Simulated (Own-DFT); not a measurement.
# How HSE06 shifts the pressure of corundum Al2O3, 78 atoms (Al32O46), with two O vacancies

All values are computed. Each geometry was run twice at fixed positions with Own-DFT, a retired in-house plane-wave program that no person has reviewed: with PBE, and with HSE06 (exact exchange share 0.25 at short range, screening 0.11 per bohr, Gygi-Baldereschi treatment of its divergence). Both used PseudoDojo norm-conserving files made for PBE, a cutoff of 48 hartree, the Gamma point alone, fixed occupations, a neutral cell and no spin. One k point on a cell 7.9 Å thick isn't converged, and results move with the size of the cell. The oxygen file's force components were 24 meV/Å off all-electron values in a glass.

Unstrained cell vectors in Å: (5.494, 0.000, 8.660); (-2.747, 4.758, 8.660); (-2.747, -4.758, 8.660), volume V0 = 679.1 Å³, from measured lattice constants. Each geometry has its own random strain of a few per cent, its own defect sites and random moves of rms u per axis. HSE06 gave the energy alone. D is its energy less that of PBE, over the lowest D shown. The PBE stress wasn't checked against mesh or cutoff.

| run | V - V0 (Å³) | u (Å) | P with PBE (GPa) | D (eV) |
|---|---|---|---|---|
| 1 | -12.6 | 0.0318 | 11.97 | 0.000 |
| 2 | -3.7 | 0.0502 | 11.06 | 0.446 |
| 3 | -3.8 | 0.0303 | 8.58 | 0.319 |
| 4 | -9.8 | 0.0482 | 12.95 | 0.175 |
| 5 | 12.8 | 0.0307 | 2.79 | 0.989 |
| 6 | -0.9 | 0.0460 | 8.68 | 0.591 |
| 7 | -12.0 | 0.0488 | 13.70 | 0.152 |
| 8 | -1.5 | 0.0313 | 7.60 | 0.440 |
| 9 | -1.9 | 0.0507 | 9.99 | 0.654 |
| 10 | 24.8 | 0.0457 | 0.05 | 1.592 |
| 11 | 6.5 | 0.0499 | 6.97 | 0.874 |
| 12 | 4.2 | 0.0313 | 6.04 | 0.652 |
| 13 | 3.6 | 0.0308 | 5.91 | ? |

## Working it out

D = 0.39 + 0.0401 (V - V0) + 99 u² eV, with an error of 0.0011 on the volume slope, 17 on the last term and a scatter of 0.04 eV. Pressure is -dE/dV, and 1 eV/Å³ is 160.2 GPa, so HSE06 changes the pressure by -6.4 ± 0.2 GPa. With the ions held to the strained lattice, the PBE pressure falls by 244 ± 5 GPa per unit of volume strain; the shape of the strain isn't fitted, so the true error is larger, and a relaxed crystal would be softer. On that slope HSE06's volume at a given pressure is about 2.6 % smaller, or 0.9 % in lengths. At u = 0 and V0 the PBE pressure is 6.0 GPa, which puts the zero-pressure volume, against the measured cell and with the defects in, at +2.5 % for PBE and -0.2 % for HSE06, each good to a few tenths of a per cent.

## Check

The question: what D should run 13 give?

The fit gives 0.63 eV, with rows scattering by 0.04. The run itself gave 0.607 eV.
